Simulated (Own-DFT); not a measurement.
# Computed records: Hf16O31 (monoclinic hafnia with two neutral oxygen vacancies, strained, atoms displaced), Hf16O31 (monoclinic hafnia with two neutral oxygen vacancies, atoms displaced)

Computed with Own-DFT development build. A calculation, not a measurement: plane-wave PBE and HSE06 DFT by an unreviewed code, no spin, of a simulated cell at Gamma alone, so results move with cell size and shape, stress positive in tension, energies less offsets, not probed for a lower state with spin; hafnium file: forces about 75 meV/angstrom off all-electron values; oxygen file: force components 24 meV/angstrom off all-electron in a glass; k mesh not checked against a denser one; forces and stress are PBE's, HSE06 gives the energy alone, and its difference from PBE has offsets of its own; offsets are fitted by least squares, one for each functional and potential file, so energies compare only between cells with the same atoms and settings and are not formation energies; the far tail of each file's local potential was reset to the Coulomb form; each entry is a single point on an unrelaxed cell, so the pressure reflects the starting lattice, mostly measured values, from which strain is counted, and rises with the displacements; printed positions are rounded, which can move forces by about a meV/angstrom; the program is a retired in-house code; no spin-orbit coupling.

Common to all runs: first functional PBE; second functional HSE06; exact exchange share 0.25; screening 0.11 1/bohr; exchange divergence Gygi-Baldereschi; potential files PseudoDojo norm-conserving, scalar-relativistic, made for PBE, standard set; wave cutoff 48 hartree; occupations fixed; k mesh 1 x 1 x 1 centred on Gamma.

(1) Hf16O31 (monoclinic hafnia with two neutral oxygen vacancies, strained, atoms displaced)

```
CELL_PARAMETERS angstrom
10.29260 0.09400 -0.18070
0.09510 10.20140 -0.03390
-1.88970 -0.04980 10.38930
ATOMIC_POSITIONS crystal
Hf 0.13095 0.01606 0.10238
Hf 0.36650 0.27498 0.14449
Hf 0.36074 0.47571 0.40329
Hf 0.13341 0.23279 0.35738
O 0.03675 0.16335 0.17040
O 0.46552 0.41490 0.07105
O 0.46583 0.33853 0.32219
O 0.04018 0.08466 0.42841
O 0.22784 0.37383 0.24528
O 0.27394 0.12650 0.00317
O 0.27896 0.12077 0.26089
O 0.22325 0.37417 0.49471
Hf 0.13870 0.01514 0.60175
Hf 0.35981 0.26229 0.63875
Hf 0.36753 0.48115 0.88745
Hf 0.13599 0.22424 0.85328
O 0.02455 0.16856 0.66949
O 0.46592 0.41379 0.56774
O 0.46750 0.33376 0.82589
O 0.04120 0.08995 0.91561
O 0.22928 0.37625 0.73388
O 0.28084 0.12521 0.50820
O 0.27365 0.12431 0.75772
O 0.22209 0.37588 0.99182
Hf 0.13900 0.51753 0.09955
Hf 0.36525 0.77977 0.15148
Hf 0.36633 0.97236 0.40770
Hf 0.13261 0.73553 0.35431
O 0.02771 0.67150 0.17291
O 0.46037 0.91162 0.08296
O 0.46416 0.83455 0.32566
O 0.04358 0.58721 0.42435
O 0.22326 0.88435 0.24533
O 0.27336 0.63092 0.00323
O 0.27854 0.62387 0.25877
O 0.22957 0.87108 0.48955
Hf 0.14300 0.51698 0.60484
Hf 0.36695 0.76550 0.64766
Hf 0.35669 0.97643 0.90280
Hf 0.13657 0.73011 0.85002
O 0.04379 0.67076 0.67877
O 0.46338 0.91324 0.56547
O 0.46422 0.82244 0.83050
O 0.03556 0.58298 0.91923
O 0.23080 0.88109 0.73735
O 0.28497 0.63101 0.51618
O 0.27989 0.61796 0.76180
O 0.23111 0.87119 0.98983
Hf 0.63335 0.01382 0.09931
Hf 0.86327 0.26621 0.15413
Hf 0.85703 0.48180 0.39686
Hf 0.63720 0.22762 0.35349
O 0.53905 0.15933 0.17074
O 0.96147 0.41805 0.07828
O 0.96370 0.33307 0.33100
O 0.54278 0.08527 0.42845
O 0.71947 0.37227 0.23323
O 0.77317 0.12826 0.01676
O 0.77641 0.12046 0.26055
O 0.73509 0.37305 0.49094
Hf 0.64405 0.03381 0.60443
Hf 0.86838 0.26388 0.64573
Hf 0.85647 0.48559 0.91115
Hf 0.63965 0.23546 0.85074
O 0.54684 0.16260 0.67460
O 0.95709 0.41981 0.58103
O 0.95992 0.33489 0.82189
O 0.54309 0.08768 0.92593
O 0.77039 0.12419 0.51087
O 0.77966 0.11918 0.75514
O 0.73225 0.37079 0.99167
Hf 0.63427 0.52004 0.10299
Hf 0.85897 0.76350 0.14932
Hf 0.85828 0.97862 0.39435
Hf 0.63143 0.71819 0.34967
O 0.54172 0.65801 0.17001
O 0.96830 0.92027 0.07489
O 0.96477 0.83455 0.33307
O 0.53604 0.58359 0.42836
O 0.72667 0.88593 0.23669
O 0.77751 0.63083 0.00490
O 0.76691 0.62804 0.26497
O 0.72334 0.87079 0.48499
Hf 0.63526 0.51566 0.60490
Hf 0.85972 0.76303 0.64619
Hf 0.86592 0.97342 0.89490
Hf 0.64132 0.73406 0.85642
O 0.54156 0.67103 0.67656
O 0.96708 0.91290 0.58860
O 0.96022 0.84475 0.82187
O 0.54179 0.58811 0.93391
O 0.72098 0.87564 0.74873
O 0.77158 0.63640 0.51284
O 0.73477 0.87544 0.98892
```

```
PBE energy of cell above offsets : -85.433 eV
HSE06 less PBE above offsets     : 0.046 eV
PBE pressure                     : 11.75 GPa
PBE stress xx                    : -11.41 GPa
PBE stress yy                    : -11.89 GPa
PBE stress zz                    : -11.94 GPa
PBE stress yz                    : -0.65 GPa
PBE stress xz                    : -4.28 GPa
PBE stress xy                    : 3.27 GPa
```

Force:
```csv
element,x (eV/Å),y (eV/Å),z (eV/Å)
Hf,2.523,1.462,0.66
Hf,-1.082,-1.56,0.044
Hf,-0.472,1.475,-2.752
Hf,2.128,-1.565,-1.269
O,-0.713,0.918,0.83
O,0.243,-0.104,0.311
O,0.896,-0.133,0.377
O,-0.976,-0.191,-0.804
O,-0.737,0.666,-0.296
O,0.731,0.366,0.906
O,-0.077,0.435,-0.058
O,0.084,-0.673,-0.57
Hf,-0.712,0.369,0.574
Hf,0.36,0.547,1.614
Hf,-0.789,-0.048,1.975
Hf,0.278,2.424,-0.375
O,3.9,-2.494,-0.018
O,0.027,-1.489,2.112
O,0.268,-0.169,-0.768
O,-1.98,-2.104,0.812
O,-0.112,-0.241,0.324
O,-0.368,0.568,0.492
O,0.431,-0.374,-0.462
O,0.307,-0.542,-0.524
Hf,0.511,0.827,0.355
Hf,-2.277,-2.959,-0.622
Hf,-0.734,2.423,-3.999
Hf,1.93,-0.954,-0.213
O,1.144,-1.008,-0.181
O,1.919,1.365,-0.908
O,1.085,-0.52,0.008
O,-1.373,-0.918,-0.049
O,-0.258,-0.975,-0.554
O,0.292,-0.072,0.731
O,-0.492,-0.363,0.135
O,-1.242,-0.08,0.535
Hf,-1.378,0.781,0.184
Hf,0.05,1.361,0.095
Hf,1.327,0.859,-1.436
Hf,0.421,-0.328,1.626
O,-0.905,-0.686,-1.585
O,1.62,-1.027,3.897
O,-0.655,1.42,0.781
O,-0.447,0.447,0.181
O,-0.472,-0.616,0.709
O,-0.578,-1.081,-0.552
O,-0.002,0.794,-0.961
O,-1.282,0.151,-0.005
Hf,1.609,1.606,0.066
Hf,-0.722,-0.393,-2.35
Hf,1.015,-0.4,1.042
Hf,0.219,-0.156,-0.267
O,-1.284,1.069,0.618
O,1.171,-0.116,1.601
O,-0.235,0.68,0.463
O,-1.442,0.394,-1.13
O,0.117,0.847,1.201
O,0.727,0.199,-0.384
O,0.411,0.322,0.657
O,-1.562,-0.19,-0.689
Hf,0.86,-4.683,-0.277
Hf,-2.964,2.776,0.453
Hf,1.556,-1.358,-3.579
Hf,1.405,-0.922,1.609
O,-3.395,2.316,0.06
O,2.114,1.34,-0.57
O,-0.061,0.471,1.082
O,-2.012,-0.993,-1.198
O,1.51,0.75,-0.661
O,0.47,0.471,1.065
O,-1.015,-0.043,-0.32
Hf,1.113,-1.933,-0.533
Hf,-0.379,2.178,-0.481
Hf,-0.564,-0.059,1.17
Hf,-0.145,2.607,2.337
O,-2.863,2.235,0.672
O,-0.83,-1.507,0.712
O,-0.287,0.107,-0.376
O,-0.656,-0.204,-0.879
O,-0.133,-1.534,0.463
O,-0.234,0.495,1.343
O,2.425,-1.231,-0.697
O,0.347,-0.014,0.065
Hf,1.267,0.549,1.029
Hf,-0.413,1.9,0.025
Hf,-1.926,2.965,0.299
Hf,0.534,-0.443,-0.359
O,0.506,-1.281,-0.746
O,0.326,0.5,-1.019
O,2.653,-2.461,0.092
O,-1.011,-0.268,-1.927
O,0.086,0.045,-1.375
O,0.193,-2.116,-0.284
O,-0.86,-0.894,0.674
```

(2) Hf16O31 (monoclinic hafnia with two neutral oxygen vacancies, atoms displaced)

```
CELL_PARAMETERS angstrom
10.23400 0.00000 0.00000
0.00000 10.35000 0.00000
-1.69550 0.00000 10.44530
ATOMIC_POSITIONS crystal
Hf 0.14834 0.01870 0.11361
Hf 0.36477 0.26122 0.15563
Hf 0.36676 0.47221 0.40346
Hf 0.13502 0.24186 0.37189
O 0.04219 0.16966 0.18014
O 0.45513 0.41380 0.07790
O 0.45805 0.34051 0.33131
O 0.02233 0.08028 0.41771
O 0.23001 0.38016 0.24182
O 0.28448 0.13383 0.01412
O 0.27138 0.12830 0.27341
O 0.23597 0.36646 0.49182
Hf 0.13097 0.01402 0.60513
Hf 0.35380 0.27910 0.64423
Hf 0.36139 0.47515 0.90475
Hf 0.12986 0.23186 0.86065
O 0.04447 0.16838 0.66951
O 0.45801 0.41573 0.57792
O 0.45666 0.34020 0.82880
O 0.03462 0.09301 0.92768
O 0.21656 0.36841 0.74885
O 0.28546 0.12405 0.51150
O 0.27679 0.11955 0.75767
O 0.21035 0.36176 0.98309
Hf 0.14748 0.52890 0.11543
Hf 0.36654 0.76465 0.14951
Hf 0.34744 0.96852 0.39584
Hf 0.14096 0.73466 0.35026
O 0.03339 0.66507 0.19198
O 0.46128 0.91509 0.07631
O 0.02737 0.57444 0.43630
O 0.22602 0.89497 0.24046
O 0.27084 0.63816 0.00341
O 0.28411 0.61706 0.26841
O 0.21732 0.86700 0.49042
Hf 0.14372 0.53523 0.60387
Hf 0.35992 0.77287 0.64850
Hf 0.36550 0.98784 0.89290
Hf 0.12580 0.73213 0.84757
O 0.02619 0.66941 0.67843
O 0.45858 0.92259 0.57958
O 0.46635 0.82721 0.82900
O 0.04426 0.58778 0.93136
O 0.22767 0.86929 0.74102
O 0.27159 0.62520 0.51894
O 0.26877 0.62145 0.77065
O 0.23027 0.87125 0.99368
Hf 0.64125 0.03064 0.11031
Hf 0.85901 0.26733 0.15199
Hf 0.85970 0.47298 0.39951
Hf 0.63588 0.23955 0.35246
O 0.54683 0.16894 0.17549
O 0.96603 0.42827 0.06500
O 0.96229 0.33979 0.34102
O 0.52141 0.08352 0.43216
O 0.72632 0.37398 0.23788
O 0.78069 0.12605 0.01234
O 0.77154 0.12055 0.25014
O 0.71358 0.37799 0.49274
Hf 0.63994 0.01067 0.61196
Hf 0.85081 0.26547 0.63523
Hf 0.86403 0.47470 0.89966
Hf 0.63234 0.23072 0.85329
O 0.52838 0.16841 0.68381
O 0.95952 0.39448 0.57038
O 0.97022 0.33830 0.82911
O 0.53167 0.09323 0.91590
O 0.74026 0.38266 0.75096
O 0.77708 0.13047 0.52117
O 0.77990 0.11800 0.75845
O 0.71496 0.35932 0.98298
Hf 0.63108 0.52478 0.11403
Hf 0.88012 0.78310 0.15061
Hf 0.85482 0.97309 0.39012
Hf 0.64051 0.72821 0.36331
O 0.96321 0.92183 0.06896
O 0.96682 0.84465 0.32641
O 0.52654 0.58254 0.43216
O 0.72764 0.88970 0.24211
O 0.76966 0.62198 0.00593
O 0.78065 0.63367 0.25724
O 0.73294 0.87427 0.47724
Hf 0.64732 0.52896 0.62041
Hf 0.87302 0.78481 0.64474
Hf 0.86060 0.97955 0.88890
Hf 0.63077 0.71876 0.85171
O 0.53066 0.66122 0.66775
O 0.96050 0.90822 0.57176
O 0.95900 0.82827 0.81906
O 0.53200 0.58962 0.91572
O 0.72809 0.88149 0.74997
O 0.77076 0.63005 0.49630
O 0.76799 0.61772 0.76247
O 0.71989 0.87560 0.97427
```

```
PBE energy of cell above offsets : -79.843 eV
HSE06 less PBE above offsets     : 0.999 eV
PBE pressure                     : 7.97 GPa
PBE stress xx                    : -6.79 GPa
PBE stress yy                    : -8.3 GPa
PBE stress zz                    : -8.83 GPa
PBE stress yz                    : -0.45 GPa
PBE stress xz                    : -0.63 GPa
PBE stress xy                    : 0.1 GPa
```

Force:
```csv
element,x (eV/Å),y (eV/Å),z (eV/Å)
Hf,-1.343,3.338,-3.37
Hf,-1.802,0.653,-1.247
Hf,-0.553,2.35,-0.09
Hf,0.024,-3.532,-2.329
O,-1.183,0.579,-0.077
O,1.129,0.634,1.252
O,3.387,-2.796,-0.966
O,1.505,0.895,1.002
O,-1.095,0.083,0.015
O,-0.076,-1.342,0.699
O,0.832,-0.401,-0.771
O,-2.093,1.366,0.402
Hf,1.53,2.858,0.357
Hf,0.397,-2.71,2.344
Hf,-1.943,0.223,-1.672
Hf,1.147,-0.439,-1.805
O,-1.343,-0.87,-0.697
O,1.86,0.666,1.263
O,1.328,-0.439,-0.152
O,-0.836,-2.084,0.464
O,0.93,2.27,-2.144
O,-2.257,0.109,0.345
O,-0.222,-0.932,0.518
O,1.468,2.628,3.052
Hf,-0.825,-1.932,-2.861
Hf,0.788,1.049,-1.551
Hf,3.018,3.523,1.592
Hf,0.111,-1.638,2.186
O,0.856,-0.584,-1.163
O,1.015,0.125,1.239
O,1.638,2.447,-1.124
O,-0.025,-3.821,1.232
O,0.754,-0.924,2.674
O,-0.984,1.48,-0.714
O,-0.284,-0.049,-0.068
Hf,-2.285,-3.466,2.542
Hf,1.077,-0.357,0.663
Hf,-0.565,-1.228,0.193
Hf,2.856,-0.712,3.175
O,1.017,-1.643,-1.587
O,0.03,-1.41,0.438
O,-0.92,1.209,-0.595
O,-1.157,0.268,-0.267
O,-0.96,1.408,-0.715
O,0.603,1.184,-1.06
O,0.437,-0.333,-1.686
O,-1.145,0.694,-0.271
Hf,0.327,-3.396,-3.115
Hf,2.604,-0.154,-2.441
Hf,-1.238,2.16,0.927
Hf,-1.304,-1.983,2.137
O,-2.488,1.823,0.417
O,-0.236,-1.83,3.737
O,1.189,-1.99,-2.254
O,1.846,0.476,-1.227
O,-1.054,1.221,0.427
O,-0.284,0.13,0.18
O,0.883,1.023,2.419
O,-0.107,-0.741,-0.672
Hf,-1.951,2.816,-0.793
Hf,1.791,1.436,3.813
Hf,0.205,0.906,-0.32
Hf,0.674,0.181,-0.871
O,1.192,-0.832,-1.518
O,1.205,2.024,-0.081
O,-0.69,-0.194,-0.712
O,-0.372,-1.314,1.917
O,-1.753,-0.725,-2.091
O,-1.108,-1.881,-3.07
O,-0.651,0.273,0.098
O,0.67,1.658,2.261
Hf,1.49,0.88,-1.897
Hf,-4.007,-1.264,-1.963
Hf,0.713,3.626,-0.42
Hf,-0.918,-0.786,-1.64
O,1.333,-0.226,0.986
O,1.773,-1.442,-0.198
O,1.826,1.706,-0.599
O,-0.304,-1.218,-1.075
O,-0.291,0.569,1.483
O,-1.626,-1.126,0.14
O,-2.67,-0.635,2.496
Hf,-0.525,-2.173,-2.554
Hf,-4.7,-4.448,0.377
Hf,-0.49,1.046,1.723
Hf,2.296,2.906,1.075
O,-0.833,1.11,0.483
O,2.721,2.836,-1.003
O,-0.235,1.888,1.26
O,-2.157,-2.88,2.535
O,-0.243,-0.549,-3.02
O,0.188,0.105,2.537
O,1.228,0.855,-0.299
O,0.239,-0.261,1.743
```
